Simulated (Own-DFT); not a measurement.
# What a defect does to the pressure of its cell: zincblende InP

Source: density functional calculations with Own-DFT, an unreviewed in-house program that is no longer used. Nothing was measured or relaxed, and spin and spin-orbit coupling are left out.

Method: PBE; PseudoDojo norm-conserving scalar-relativistic files; cutoff 36 hartree; 3 x 3 x 3 k mesh centred on Gamma; Fermi-Dirac smearing of 0.1 eV.

Keep in mind (not all hold for every row): not probed for a lower state with spin; forces on such cells moved up to 12 meV/angstrom on a denser k mesh; stress not checked against mesh or cutoff.

All runs share one cell, with vectors in Å (11.737, 0.000, 0.000); (0.000, 11.737, 0.000); (0.000, 0.000, 11.737) and a volume of 1617.0 Å³. u is the rms random offset of the atoms per axis. The defect's site can differ from row to row.

| cell | formula | u (Å) | P (GPa) |
|---|---|---|---|
| no defect | In32P32 | 0.0197 | 3.20 |
| no defect | In32P32 | 0.0209 | 3.23 |
| no defect | In32P32 | 0.0531 | 3.64 |
| one In on a P site and one P on an In site | In32P32 | 0.0289 | 3.64 |
| one In on a P site and one P on an In site | In32P32 | 0.0497 | 4.02 |
| one In on a P site and one P on an In site | In32P32 | 0.0518 | 4.04 |
| two P vacancies | In32P30 | 0.0303 | ? |
| two P vacancies | In32P30 | 0.0303 | 2.96 |
| two P vacancies | In32P30 | 0.0305 | 2.94 |
| two P vacancies | In32P30 | 0.0306 | 2.98 |

## What the rows give

P = P0 + c u² + a shift for each defect gives P0 = 3.12 GPa, c = 193 ± 12 GPa/Å² and a scatter of 0.03 GPa. The shifts, and each times the cell's volume:

- one In on a P site and one P on an In site: 0.39 ± 0.03 GPa, 3.9 eV
- two P vacancies: -0.34 ± 0.02 GPa, -3.5 eV (-1.7 eV for each of its 2 sites)

Positive is outwards. The product with the volume (160.2 GPa Å³ to the eV) is nearly free of the cell's size; divided by the bulk modulus at the cell's pressure it gives the volume that the defect adds. The atoms around the defects weren't relaxed, which would change these numbers.

## Test on the hidden row

The question: what pressure belongs in the blank (two P vacancies, u = 0.0303 Å)?

From the fit: 2.96 ± 0.03 GPa. The hidden result is 2.92 GPa.
